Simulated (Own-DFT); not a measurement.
# Response to strain: 4H SiC, 72 atoms (C36Si36)

Calculated results; nothing here was measured. The program, named Own-DFT, is a retired in-house plane-wave density functional code that no person has reviewed. Each row is one single-point run on a periodic cell that was not relaxed, without spin or spin-orbit coupling.

Settings of every run: PBE; PseudoDojo norm-conserving scalar-relativistic files; cutoff 42 hartree; 4 x 4 x 3 k mesh centred on Gamma; Fermi-Dirac smearing of 0.1 eV.

Known limits: forces on such cells passed a denser k mesh, each cell not checked; stress not checked against mesh or cutoff.

Unstrained cell vectors in Å: (9.248, 0.000, 0.000); (-4.624, 8.009, 0.000); (0.000, 0.000, 10.068). The unstrained cell has measured lattice constants (interpolated for alloys), not those of this functional. That, the random moves and any unrelaxed bonds set the pressure at no strain. Each run strains this cell uniformly, with the atoms carried along. Every atom was also moved at random, by a Gaussian of width 0.05 Å on each axis. Strain is the symmetric tensor, in per cent. Stress is positive in tension, and the pressure is minus a third of its trace.

```
run,e_xx (%),e_yy (%),e_zz (%),e_yz (%),e_xz (%),e_xy (%),s_xx (GPa),s_yy (GPa),s_zz (GPa),s_yz (GPa),s_xz (GPa),s_xy (GPa),P (GPa),E (meV/atom)
1,0.92,-0.27,-1.40,1.99,1.17,0.16,-1.64,-6.60,-12.88,7.25,4.22,-0.33,7.04,6.1
2,-1.08,-0.91,-1.84,1.00,-0.35,0.08,-15.39,-10.69,-16.03,2.91,0.23,0.37,14.04,4.4
3,1.84,0.17,-1.58,-0.23,-1.33,1.73,3.70,-3.09,-15.83,0.07,-5.40,7.94,5.07,14.6
4,-0.53,-1.10,-0.39,-0.51,1.85,-0.88,-9.29,-10.80,-10.77,-0.24,6.45,-4.77,10.29,12.2
5,0.42,-1.81,0.09,-1.26,-0.81,-0.96,-2.62,-15.24,-6.98,-4.10,-2.43,-3.59,8.28,3.1
6,-0.56,-1.18,1.71,-1.96,0.84,0.53,-8.28,-11.39,3.05,-6.37,2.69,2.80,5.54,0.0
7,1.81,0.52,-1.64,-0.43,1.76,-0.51,5.64,-2.82,-17.46,-2.28,5.26,-2.12,4.88,27.3
8,0.13,1.08,-1.78,1.69,0.77,0.81,-3.79,-0.56,-17.00,5.48,3.81,2.61,7.12,17.0
9,1.48,0.33,-0.90,1.87,1.75,-0.06,2.75,-2.22,-12.79,6.73,5.19,0.94,4.09,19.2
10,-0.33,-0.68,0.70,1.76,1.51,0.34,-7.72,-8.72,-2.73,6.17,5.23,2.22,6.39,12.9
11,-0.93,-1.12,-0.41,-1.91,0.41,0.91,-12.18,-11.62,-9.85,-6.70,0.74,5.32,11.22,15.7
12,-0.05,-0.02,-1.54,-0.29,-1.77,-0.44,-6.23,-7.01,-14.33,-1.05,-6.16,-0.97,9.19,3.2
13,0.01,-1.08,-1.76,-1.72,-0.33,-1.52,-7.27,-12.31,-18.43,-6.38,-1.74,-7.62,12.67,26.9
14,0.99,1.53,1.05,-1.43,-0.92,-1.70,1.96,3.73,-0.58,-3.62,-2.47,-7.78,-1.70,9.0
15,-0.51,-1.53,-0.29,-1.46,0.32,-0.86,-7.27,-15.87,-9.11,-6.25,0.59,-3.92,10.75,0.2
16,-0.53,-1.62,1.11,-0.42,-1.58,0.61,-9.28,-16.18,0.46,-0.70,-5.44,5.02,8.33,16.1
17,0.90,-1.54,0.20,-1.59,-1.15,-1.50,?,?,?,?,?,?,?,?
```

E is the free energy for each atom above the lowest run shown.

## Worked fit

Each stress component was fitted by least squares to a constant and the strains of the runs shown, as fractions, with shears doubled. Shear strains stay in the fit of a normal stress only where such slopes are resolved. The slopes, in GPa:

| stress | at no strain | per e_xx | per e_yy | per e_zz | scatter |
|---|---|---|---|---|---|
| s_xx | -5.4 | 610 ± 40 | 51 ± 38 | 70 ± 26 | 1.11 |
| s_yy | -5.5 | 57 ± 36 | 557 ± 34 | 24 ± 23 | 1.01 |
| s_zz | -6.7 | -34 ± 41 | 34 ± 39 | 573 ± 26 | 1.15 |

Each shear stress against twice its own strain: yz 176 ± 9, xz 162 ± 6, xy 238 ± 13 GPa. These are stiffnesses along x, y and z of the frame in which the cell vectors are given, which need not be the crystal's axes. The atoms are held to the strained lattice; where symmetry lets them move under strain, relaxing them would lower some slopes. The table should be nearly symmetric about its diagonal, and what it lacks of that shows the noise. A ninth of its sum, 216 ± 5 GPa, estimates the bulk modulus near the mean pressure of these runs, 7.7 GPa, so it lies above the value at zero pressure.

## Withheld run

Question: what normal stresses and pressure should run 17 give?

The fit gives s_xx = -0.5, s_yy = -13.5, s_zz = -6.3 and P = 6.8 GPa. The calculation gave -0.05, -12.87, -6.13 and P = 6.35 GPa.
